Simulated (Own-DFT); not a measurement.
# What random displacements cost in beta-Si3N4, 112 atoms (N64Si48)

All numbers below are calculated, not measured. They come from Own-DFT, an in-house plane-wave density functional program, since retired, whose code no person has reviewed. Each row is one single-point run on a periodic cell that was not relaxed, without spin or spin-orbit coupling.

Settings of every run: PBE; PseudoDojo norm-conserving scalar-relativistic files; cutoff 42 hartree; 2 x 2 x 4 k mesh centred on Gamma; Fermi-Dirac smearing of 0.1 eV.

Known limits, some of them of some rows only: some atoms lie very close together; forces on such cells moved up to 12 meV/angstrom on a denser k mesh; stress not checked against mesh or cutoff.

Cell vectors in Å: (15.212, 0.000, 0.000); (-7.606, 13.174, 0.000); (0.000, 0.000, 5.818). In each run every atom was moved at random and independently from its ideal site; u is the rms move along one axis. E is the free energy for each atom above the fitted value at u = 0, and F the rms of the force components.

| run | u (Å) | E (meV/atom) | F (eV/Å) | largest force (eV/Å) | P (GPa) |
|---|---|---|---|---|---|
| 1 | 0.0197 | 16.8 | 0.819 | 3.11 | 5.52 |
| 2 | 0.0209 | 21.6 | 0.949 | 2.94 | 5.66 |
| 3 | 0.0479 | 112.6 | 2.091 | 9.94 | 7.85 |
| 4 | 0.0513 | 118.6 | 2.057 | 7.67 | 8.24 |
| 5 | 0.0969 | ? | ? | ? | ? |
| 6 | 0.0977 | 440.3 | 4.537 | 21.99 | 17.19 |
| 7 | 0.1534 | 1154.2 | 9.118 | 53.00 | 34.33 |

## Worked fit

For small independent moves the energy grows as E = (3/2) K u², with K the mean stiffness felt by one atom. The runs with u up to 0.11 Å give K = 31.1 ± 0.9 eV/Å², with residuals divided by u² + 0.0006 Å², since the noise grows with the moves. The scatter is 5.5 meV/atom at u = 0.05 Å. The forces follow F = G u with G = 43.5 eV/Å²; no force at u = 0 is resolved. G exceeds K because the moves of its neighbours add to the force on an atom, and stiffness differs between atoms. At u = 0.153 Å the parabola gives 1098 meV/atom and the run 1154. The pressure follows P = 5.00 + 1273 u² GPa: at fixed volume, shortened bonds push harder than stretched ones pull.

## Withheld run

Question: what energy and rms force should run 5 give?

The fit gives 439 ± 22 meV/atom and about 4.22 eV/Å. The calculation gave 453.9 meV/atom and 4.548 eV/Å.
